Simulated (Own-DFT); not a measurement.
# Computed records: Si24O47 (quartz with one neutral oxygen vacancy, atoms displaced)

A calculation, not a measurement: plane-wave PBE and HSE06 DFT by an unreviewed code, no spin, of a simulated cell at Gamma alone, so results move with cell size and shape, stress positive in tension, energies less offsets, not probed for a lower state with spin; oxygen file: force components 24 meV/angstrom off all-electron in a glass; k mesh not checked against a denser one; forces and stress are PBE's, HSE06 gives the energy alone, and its difference from PBE has offsets of its own; offsets are fitted by least squares, one for each functional and potential file, so energies compare only between cells with the same atoms and settings and are not formation energies; the far tail of each file's local potential was reset to the Coulomb form; each entry is a single point on an unrelaxed cell, so the pressure reflects the starting lattice, mostly measured values (interpolated for alloys), from which strain is counted, and rises with the displacements; printed positions are rounded, which can move forces by about a meV/angstrom; the program, named Own-DFT, is a retired in-house code; no spin-orbit coupling. Program: Own-DFT development build.

Common to all runs: first functional PBE; second functional HSE06; exact exchange share 0.25; screening 0.11 1/bohr; exchange divergence Gygi-Baldereschi; potential files PseudoDojo norm-conserving, scalar-relativistic, made for PBE, standard set; wave cutoff 48 hartree; occupations fixed; k mesh 1 x 1 x 1 centred on Gamma.

(1) 
```cif
# cell vector a (Å): 9.8268 0.0000 0.0000
# cell vector b (Å): -4.9134 8.5103 0.0000
# cell vector c (Å): 0.0000 0.0000 10.8104
data_Si24O47
_symmetry_space_group_name_H-M 'P 1'
_symmetry_Int_Tables_number 1
_cell_length_a 9.8268
_cell_length_b 9.8268
_cell_length_c 10.8104
_cell_angle_alpha 90.000
_cell_angle_beta 90.000
_cell_angle_gamma 120.000
_cell_volume 904.06
loop_
_atom_site_label
_atom_site_type_symbol
_atom_site_fract_x
_atom_site_fract_y
_atom_site_fract_z
_atom_site_occupancy
Si1 Si 0.24003 0.00649 0.99732 1
Si2 Si 0.00247 0.23088 0.32233 1
Si3 Si 0.26454 0.26177 0.16449 1
O1 O 0.19960 0.12639 0.06328 1
O2 O 0.42039 0.29161 0.23490 1
O3 O 0.37464 0.07442 0.39006 1
O4 O 0.06932 0.36593 0.43865 1
O5 O 0.13248 0.20716 0.27650 1
O6 O 0.29691 0.42725 0.11213 1
Si4 Si 0.23050 0.00024 0.49698 1
Si5 Si 0.99907 0.23016 0.83825 1
Si6 Si 0.26616 0.26565 0.66949 1
O7 O 0.20405 0.13088 0.55034 1
O8 O 0.42015 0.29171 0.72597 1
O9 O 0.36881 0.07272 0.89283 1
O10 O 0.07142 0.36369 0.93988 1
O11 O 0.14302 0.21366 0.76927 1
O12 O 0.29180 0.43033 0.60186 1
Si7 Si 0.23703 0.49984 0.00352 1
Si8 Si 0.00186 0.73344 0.33700 1
Si9 Si 0.26611 0.77424 0.17011 1
O13 O 0.21399 0.64091 0.05494 1
O14 O 0.41715 0.77734 0.22717 1
O15 O 0.35133 0.56882 0.38444 1
O16 O 0.08430 0.87968 0.43017 1
O17 O 0.13123 0.71744 0.27202 1
O18 O 0.28950 0.92011 0.11252 1
Si10 Si 0.23528 0.49963 0.49407 1
Si11 Si 0.99972 0.73080 0.83284 1
Si12 Si 0.26386 0.76822 0.66305 1
O19 O 0.43325 0.79680 0.73168 1
O20 O 0.36170 0.57006 0.89430 1
O21 O 0.06512 0.86080 0.93409 1
O22 O 0.14314 0.71409 0.77779 1
O23 O 0.29779 0.92900 0.60168 1
Si13 Si 0.74289 0.00127 0.99637 1
Si14 Si 0.49904 0.24609 0.33833 1
Si15 Si 0.77066 0.26822 0.16827 1
O24 O 0.70538 0.14580 0.06104 1
O25 O 0.92074 0.28930 0.22296 1
O26 O 0.87972 0.07878 0.39481 1
O27 O 0.57499 0.36355 0.43573 1
O28 O 0.62797 0.20449 0.26929 1
O29 O 0.78949 0.42874 0.11202 1
Si16 Si 0.74005 0.00049 0.49998 1
Si17 Si 0.51344 0.23460 0.83072 1
Si18 Si 0.75412 0.26360 0.66564 1
O30 O 0.71626 0.13361 0.56233 1
O31 O 0.92482 0.28903 0.73488 1
O32 O 0.87078 0.08519 0.89579 1
O33 O 0.57373 0.37215 0.92949 1
O34 O 0.64029 0.21772 0.76791 1
O35 O 0.78894 0.42020 0.61022 1
Si19 Si 0.72820 0.49528 0.99916 1
Si20 Si 0.49430 0.72815 0.33469 1
Si21 Si 0.77327 0.77053 0.16534 1
O36 O 0.70754 0.62796 0.05066 1
O37 O 0.92623 0.79666 0.22580 1
O38 O 0.86369 0.56664 0.39470 1
O39 O 0.57205 0.86529 0.44039 1
O40 O 0.63403 0.69694 0.28089 1
O41 O 0.79535 0.92744 0.10635 1
Si22 Si 0.73148 0.49538 0.50173 1
Si23 Si 0.49160 0.73579 0.83938 1
Si24 Si 0.76094 0.76931 0.66249 1
O42 O 0.70179 0.63824 0.55744 1
O43 O 0.92378 0.79743 0.72566 1
O44 O 0.86204 0.56984 0.89223 1
O45 O 0.58056 0.87045 0.94197 1
O46 O 0.63589 0.70550 0.77608 1
O47 O 0.79605 0.93430 0.60968 1
_calc_PBE_energy_of_cell_above_offsets '-18.097'  # eV
_calc_HSE06_less_PBE_above_offsets '-0.629'  # eV
_calc_PBE_pressure 9.95  # GPa
_calc_PBE_stress_xx -9.78  # GPa
_calc_PBE_stress_yy -10.2  # GPa
_calc_PBE_stress_zz -9.86  # GPa
_calc_PBE_stress_yz 1.88  # GPa
_calc_PBE_stress_xz 1.05  # GPa
_calc_PBE_stress_xy -1.04  # GPa
```

Force:
```csv
element,x (eV/Å),y (eV/Å),z (eV/Å)
Si,-0.71,-4.474,0.699
Si,-4.31,2.521,4.192
Si,-0.371,0.576,2.137
O,-0.319,0.131,-0.566
O,-1.646,1.095,-2.389
O,-1.195,-0.824,1.341
O,-0.393,-0.573,-1.117
O,4.991,-0.613,-3.025
O,-0.314,0.308,-0.617
Si,4.866,2.282,-0.195
Si,2.493,4.858,-4.321
Si,-0.607,0.759,-6.077
O,-1.555,3.18,2.703
O,4.869,-0.136,1.835
O,1.374,0.962,-0.98
O,1.066,1.553,2.034
O,-4.149,-1.863,4.126
O,1.545,-1.395,1.407
Si,-1.605,-0.434,0.034
Si,-3.675,0.22,-0.271
Si,2.558,-6.35,0.39
O,-0.515,0.314,1.118
O,0.214,1.12,-0.422
O,1.684,0.176,-1.361
O,-2.806,-3.48,-1.135
O,2.464,-1.429,-0.474
O,-3.047,6.968,-4.416
Si,-3.348,0.549,3.023
Si,-1.804,-0.879,-1.963
Si,2.969,-2.833,-0.971
O,-2.967,1.108,-2.361
O,0.833,0.028,-0.437
O,1.639,4.057,3.299
O,-0.358,-0.476,0.046
O,-0.497,0.893,-0.079
Si,-3.312,1.64,3.051
Si,3.034,-7.304,-4.808
Si,-5.668,0.107,-0.068
O,2.161,-4.154,-3.518
O,4.682,0.801,1.585
O,-1.254,-2.114,0.684
O,0.322,5.23,5.748
O,-0.553,0.714,0.833
O,-0.228,0.783,-0.638
Si,-0.465,0.202,-2.062
Si,-7.232,0.313,0.887
Si,9.239,-0.797,-2.246
O,-1.39,0.38,-0.272
O,-2.408,0.216,-1.86
O,-0.297,-4.787,1.183
O,-0.631,-1.034,0.409
O,-0.778,-3.103,3.258
O,-1.673,3.702,-2.04
Si,3.442,-0.678,-0.235
Si,2.002,1.188,-0.279
Si,-2.878,-4.176,-0.31
O,-2.845,4.729,3.4
O,2.942,-0.059,1.826
O,0.667,1.123,-0.226
O,0.41,0.18,0.106
O,0.113,0.848,-1.415
O,-0.047,1.059,-0.158
Si,-0.652,2.032,0.797
Si,4.151,-1.038,-0.624
Si,0.784,-0.767,2.737
O,1.133,-2.267,-1.68
O,1.262,-0.542,0.127
O,0.817,-0.288,-0.628
O,-0.822,-0.364,0.165
O,-1.991,0.286,0.709
O,0.59,0.041,0.349
```

(2) 
```cif
# cell vector a (Å): 9.8268 0.0000 0.0000
# cell vector b (Å): -4.9134 8.5103 0.0000
# cell vector c (Å): 0.0000 0.0000 10.8104
data_Si24O47
_symmetry_space_group_name_H-M 'P 1'
_symmetry_Int_Tables_number 1
_cell_length_a 9.8268
_cell_length_b 9.8268
_cell_length_c 10.8104
_cell_angle_alpha 90.000
_cell_angle_beta 90.000
_cell_angle_gamma 120.000
_cell_volume 904.06
loop_
_atom_site_label
_atom_site_type_symbol
_atom_site_fract_x
_atom_site_fract_y
_atom_site_fract_z
_atom_site_occupancy
Si1 Si 0.23271 0.00224 0.00440 1
Si2 Si 0.99248 0.23482 0.32581 1
Si3 Si 0.26012 0.25741 0.16439 1
O1 O 0.20439 0.13695 0.05507 1
O2 O 0.41718 0.28323 0.22410 1
O3 O 0.36713 0.06895 0.38708 1
O4 O 0.07153 0.37169 0.44265 1
O5 O 0.12974 0.20742 0.27286 1
O6 O 0.28903 0.42649 0.11793 1
Si4 Si 0.23973 0.99756 0.49611 1
Si5 Si 0.99874 0.23719 0.83715 1
Si6 Si 0.26622 0.25581 0.65882 1
O7 O 0.21416 0.13742 0.54868 1
O8 O 0.43434 0.30400 0.72020 1
O9 O 0.35920 0.07303 0.88534 1
O10 O 0.06660 0.36535 0.94153 1
O11 O 0.14006 0.21232 0.77952 1
O12 O 0.29159 0.42165 0.59698 1
Si7 Si 0.23393 0.49944 0.00558 1
Si8 Si 0.01292 0.74653 0.32718 1
Si9 Si 0.26824 0.76593 0.17188 1
O13 O 0.20241 0.62837 0.06132 1
O14 O 0.42840 0.79890 0.22491 1
O15 O 0.36678 0.57534 0.39323 1
O16 O 0.08441 0.86762 0.44252 1
O17 O 0.13401 0.70503 0.26997 1
O18 O 0.28955 0.92984 0.09682 1
Si10 Si 0.22660 0.49748 0.49365 1
Si11 Si 0.99943 0.73757 0.82688 1
Si12 Si 0.26544 0.76358 0.66246 1
O19 O 0.20325 0.63229 0.55532 1
O20 O 0.42924 0.78983 0.73436 1
O21 O 0.35795 0.57070 0.88855 1
O22 O 0.07028 0.85663 0.93127 1
O23 O 0.14293 0.71657 0.77103 1
O24 O 0.29146 0.93701 0.61003 1
Si13 Si 0.73877 0.00638 0.00376 1
Si14 Si 0.49116 0.22563 0.32980 1
Si15 Si 0.76990 0.26744 0.16848 1
O25 O 0.71180 0.13460 0.05485 1
O26 O 0.92557 0.29837 0.22685 1
O27 O 0.86040 0.06384 0.38895 1
O28 O 0.58329 0.37349 0.44207 1
O29 O 0.62851 0.20651 0.27960 1
O30 O 0.81271 0.43653 0.10773 1
Si16 Si 0.72486 0.99838 0.49684 1
Si17 Si 0.49141 0.23611 0.84168 1
Si18 Si 0.75714 0.26013 0.65780 1
O31 O 0.70738 0.14021 0.55776 1
O32 O 0.93234 0.28834 0.73159 1
O33 O 0.86828 0.07427 0.89533 1
O34 O 0.57941 0.37197 0.94441 1
O35 O 0.63228 0.21385 0.77965 1
O36 O 0.79181 0.42262 0.60797 1
Si19 Si 0.73015 0.50071 0.00498 1
Si20 Si 0.49732 0.72566 0.33016 1
Si21 Si 0.76426 0.77750 0.16257 1
O37 O 0.70285 0.63699 0.06540 1
O38 O 0.91956 0.79300 0.22131 1
O39 O 0.86484 0.56721 0.39442 1
O40 O 0.56789 0.86494 0.44078 1
O41 O 0.63273 0.70801 0.27437 1
O42 O 0.78831 0.92577 0.10594 1
Si22 Si 0.73636 0.49401 0.50142 1
Si23 Si 0.50619 0.74093 0.82822 1
Si24 Si 0.76752 0.75706 0.66412 1
O43 O 0.70443 0.62907 0.55814 1
O44 O 0.86449 0.58239 0.90110 1
O45 O 0.57129 0.86682 0.95161 1
O46 O 0.63394 0.70661 0.77324 1
O47 O 0.79139 0.92192 0.60893 1
_calc_PBE_energy_of_cell_above_offsets '-18.693'  # eV
_calc_HSE06_less_PBE_above_offsets '-0.457'  # eV
_calc_PBE_pressure 8.44  # GPa
_calc_PBE_stress_xx -8.88  # GPa
_calc_PBE_stress_yy -9.2  # GPa
_calc_PBE_stress_zz -7.24  # GPa
_calc_PBE_stress_yz -1.28  # GPa
_calc_PBE_stress_xz -1.33  # GPa
_calc_PBE_stress_xy 0.68  # GPa
```

Force:
```csv
element,x (eV/Å),y (eV/Å),z (eV/Å)
Si,-2.671,-0.688,-7.06
Si,2.176,-0.86,4.682
Si,-1.845,2.13,1.051
O,-0.783,-0.674,-0.783
O,1.26,0.319,0.339
O,-0.413,-2.304,0.716
O,-3.226,-4.682,-3.798
O,-0.005,-0.641,0.019
O,0.091,0.18,-0.62
Si,0.059,2.87,0.956
Si,3.066,-1.357,0.066
Si,-2.319,3.326,2.957
O,-0.128,-1.443,-1.282
O,0.759,-0.75,1.363
O,-1.406,-1.87,2.179
O,0.773,1.794,2.472
O,1.153,-0.304,-1.295
O,-0.211,-0.169,0.031
Si,0.779,-1.069,-2.785
Si,-4.813,-3.246,1.709
Si,-0.721,0.228,-5.238
O,-1.116,2.499,2.022
O,2.004,0.229,1.156
O,-0.637,-1.544,-0.133
O,-2.181,-2.603,-2.145
O,-0.017,-0.369,0.874
O,3.909,-3.509,5.349
Si,3.9,1.269,2.972
Si,-2.437,-2.903,-3.247
Si,1.203,1.638,0.461
O,-0.445,1.264,0.325
O,-5.474,2.167,-5.879
O,0.593,0.664,0.623
O,0.819,5.177,4.295
O,-1.125,-0.907,0.646
O,2.515,-2.183,1.722
Si,0.531,-2.761,-4.004
Si,0.235,4.983,1.891
Si,-4.357,-0.308,-1.845
O,-2.759,4.159,3.423
O,1.159,0.877,-0.316
O,-0.119,1.566,-0.522
O,-3.514,-5.412,-3.473
O,3.858,-0.01,-2.801
O,-1.265,-0.698,-0.021
Si,3.139,-0.344,1.753
Si,1.769,2.429,-3.88
Si,1.583,2.453,8.882
O,0.383,-4.265,-4.074
O,-5.319,0.796,-4.814
O,0.046,-1.176,0.527
O,-2.505,-2.57,-0.461
O,0.968,-0.138,-1.334
O,0.509,1.467,0.304
Si,2.754,2.994,1.315
Si,-1.269,3.158,0.823
Si,1.258,-5.513,2.654
O,-0.135,-1.149,-0.807
O,3.043,0.663,1.87
O,2.096,3.258,-2.056
O,-1.276,-1.494,-1.1
O,1.661,0.072,-0.968
O,-0.338,4.162,-0.23
Si,0.604,3.219,0.233
Si,1.66,-2.445,7.071
Si,1.454,1.114,2.525
O,0.047,-0.654,-0.709
O,0.616,-0.152,-1.032
O,0.098,-0.988,-1.7
O,1.488,-0.272,-0.4
O,-1.186,1.301,-1.443
```

(3) 
```cif
# cell vector a (Å): 9.8268 0.0000 0.0000
# cell vector b (Å): -4.9134 8.5103 0.0000
# cell vector c (Å): 0.0000 0.0000 10.8104
data_Si24O47
_symmetry_space_group_name_H-M 'P 1'
_symmetry_Int_Tables_number 1
_cell_length_a 9.8268
_cell_length_b 9.8268
_cell_length_c 10.8104
_cell_angle_alpha 90.000
_cell_angle_beta 90.000
_cell_angle_gamma 120.000
_cell_volume 904.06
loop_
_atom_site_label
_atom_site_type_symbol
_atom_site_fract_x
_atom_site_fract_y
_atom_site_fract_z
_atom_site_occupancy
Si1 Si 0.22500 0.99496 0.99854 1
Si2 Si 0.01170 0.23472 0.33718 1
Si3 Si 0.26658 0.25456 0.16790 1
O1 O 0.20619 0.13953 0.06189 1
O2 O 0.41957 0.29121 0.22978 1
O3 O 0.37898 0.08180 0.38761 1
O4 O 0.06415 0.35861 0.44145 1
O5 O 0.14356 0.21150 0.27135 1
O6 O 0.29169 0.41329 0.10735 1
Si4 Si 0.24718 0.00382 0.49846 1
Si5 Si 0.99028 0.23271 0.82527 1
Si6 Si 0.26433 0.26548 0.66561 1
O7 O 0.20463 0.12497 0.56191 1
O8 O 0.41981 0.29348 0.72518 1
O9 O 0.36185 0.07380 0.89688 1
O10 O 0.06539 0.37047 0.94864 1
O11 O 0.14060 0.20948 0.77449 1
O12 O 0.29560 0.43202 0.60664 1
Si7 Si 0.23312 0.49975 0.99816 1
Si8 Si 0.00430 0.74377 0.33423 1
Si9 Si 0.25914 0.76365 0.16918 1
O13 O 0.20570 0.63420 0.06438 1
O14 O 0.43613 0.79021 0.21998 1
O15 O 0.35739 0.56151 0.39593 1
O16 O 0.07516 0.87066 0.43898 1
O17 O 0.13031 0.70135 0.27874 1
O18 O 0.29031 0.92437 0.11350 1
Si10 Si 0.24995 0.50073 0.49749 1
Si11 Si 0.99530 0.72751 0.83607 1
Si12 Si 0.26252 0.76607 0.66927 1
O19 O 0.20985 0.63802 0.56090 1
O20 O 0.42217 0.79035 0.72440 1
O21 O 0.36830 0.57457 0.89420 1
O22 O 0.07704 0.86801 0.94485 1
O23 O 0.12624 0.70012 0.76513 1
O24 O 0.28894 0.92499 0.61094 1
Si13 Si 0.73031 0.99320 0.99994 1
Si14 Si 0.50035 0.24546 0.33508 1
Si15 Si 0.75995 0.27154 0.15950 1
O25 O 0.70545 0.13028 0.05419 1
O26 O 0.92441 0.27887 0.22716 1
O27 O 0.85820 0.06903 0.38186 1
O28 O 0.56379 0.36090 0.43717 1
O29 O 0.63870 0.20725 0.27133 1
O30 O 0.78415 0.42417 0.11017 1
Si16 Si 0.73535 0.99254 0.50391 1
Si17 Si 0.49819 0.22771 0.82529 1
Si18 Si 0.76628 0.27162 0.66740 1
O31 O 0.71172 0.14091 0.55379 1
O32 O 0.91931 0.29125 0.73032 1
O33 O 0.86484 0.06890 0.90493 1
O34 O 0.57570 0.36379 0.93467 1
O35 O 0.63545 0.21139 0.76536 1
Si19 Si 0.72916 0.49751 0.99976 1
Si20 Si 0.48696 0.73143 0.32975 1
Si21 Si 0.76602 0.76404 0.17578 1
O36 O 0.70562 0.62709 0.05726 1
O37 O 0.92469 0.79994 0.22168 1
O38 O 0.87193 0.57979 0.39864 1
O39 O 0.57538 0.86643 0.43230 1
O40 O 0.63640 0.70605 0.27486 1
O41 O 0.78719 0.91981 0.10691 1
Si22 Si 0.72965 0.50682 0.49777 1
Si23 Si 0.50010 0.74944 0.83540 1
Si24 Si 0.77301 0.77318 0.66960 1
O42 O 0.71218 0.62677 0.55907 1
O43 O 0.93126 0.79296 0.73187 1
O44 O 0.86829 0.57092 0.89270 1
O45 O 0.58180 0.86028 0.94057 1
O46 O 0.62862 0.70297 0.77270 1
O47 O 0.79175 0.92256 0.61183 1
_calc_PBE_energy_of_cell_above_offsets '-16.074'  # eV
_calc_HSE06_less_PBE_above_offsets '-0.541'  # eV
_calc_PBE_pressure 10.54  # GPa
_calc_PBE_stress_xx -9.66  # GPa
_calc_PBE_stress_yy -10.14  # GPa
_calc_PBE_stress_zz -11.82  # GPa
_calc_PBE_stress_yz 0.1  # GPa
_calc_PBE_stress_xz -0.36  # GPa
_calc_PBE_stress_xy -1.18  # GPa
```

Force:
```csv
element,x (eV/Å),y (eV/Å),z (eV/Å)
Si,3.21,4.872,4.336
Si,-3.304,-2.075,-3.176
Si,-2.667,3.431,-0.658
O,1.144,-5.279,-4.226
O,3.599,1.219,0.669
O,-1.605,-3.724,2.361
O,2.177,3.553,3.211
O,-1.333,-1.538,2.971
O,-1.641,3.105,-1.986
Si,-0.801,-0.417,-1.207
Si,4.53,-0.981,6.945
Si,-0.854,-0.212,-1.799
O,-0.659,1.488,0.254
O,3.128,0.124,1.009
O,1.035,0.176,-1.239
O,-0.692,-2.271,-3.031
O,-3.456,-0.426,1.415
O,2.003,-1.904,2.352
Si,1.621,-1.085,2.518
Si,-1.184,-1.615,-1.103
Si,1.973,-0.311,0.611
O,0.172,-0.799,-0.915
O,-4.519,0.723,-3.065
O,5.665,5.047,-8.239
O,0.808,1.921,1.163
O,0.55,0.219,-0.186
O,-1.275,1.868,-1.447
Si,-10.81,-2.658,5.532
Si,2.029,1.96,0.399
Si,0.492,-1.131,-2.076
O,1.384,-1.723,-1.642
O,0.692,1.35,0.37
O,-0.068,1.222,-0.631
O,-3.382,-5.264,-3.181
O,-1.548,-0.555,2.552
O,0.263,1.446,-0.401
Si,0.975,2.08,4.155
Si,3.858,-3.308,-5.727
Si,5.864,-5.892,3.166
O,-1.304,1.155,0.451
O,-1.57,0.988,-1.495
O,0.513,-1.349,2.386
O,0.588,5.807,4.928
O,-3.099,0.333,1.466
O,-1.114,4.304,-2.059
Si,-1.392,3.33,-3.886
Si,-2.12,1.444,2.096
Si,-1.306,2.517,-6.434
O,0.908,-1.332,0.625
O,-0.303,1.337,-1.918
O,2.767,2.8,-4.533
O,-0.493,-1.222,-0.942
O,-1.425,-2.081,2.321
Si,1.417,-0.741,-1.124
Si,5.238,-1.423,2.325
Si,-3.49,-0.65,-5.58
O,-1.663,3.066,2.352
O,6.056,0.341,3.03
O,-0.215,0.001,-0.762
O,-0.388,-0.355,1.435
O,-3.129,-1.492,2.846
O,0.204,-0.258,0.438
Si,6.336,-8.658,-2.608
Si,1.675,-6.285,-2.664
Si,0.226,-5.595,2.084
O,-5.455,8.164,5.63
O,-1.581,0.876,-1.499
O,-0.715,-2.111,1.268
O,-2.232,0.652,1.511
O,0.174,0.945,-0.699
O,-0.48,2.854,-1.037
```
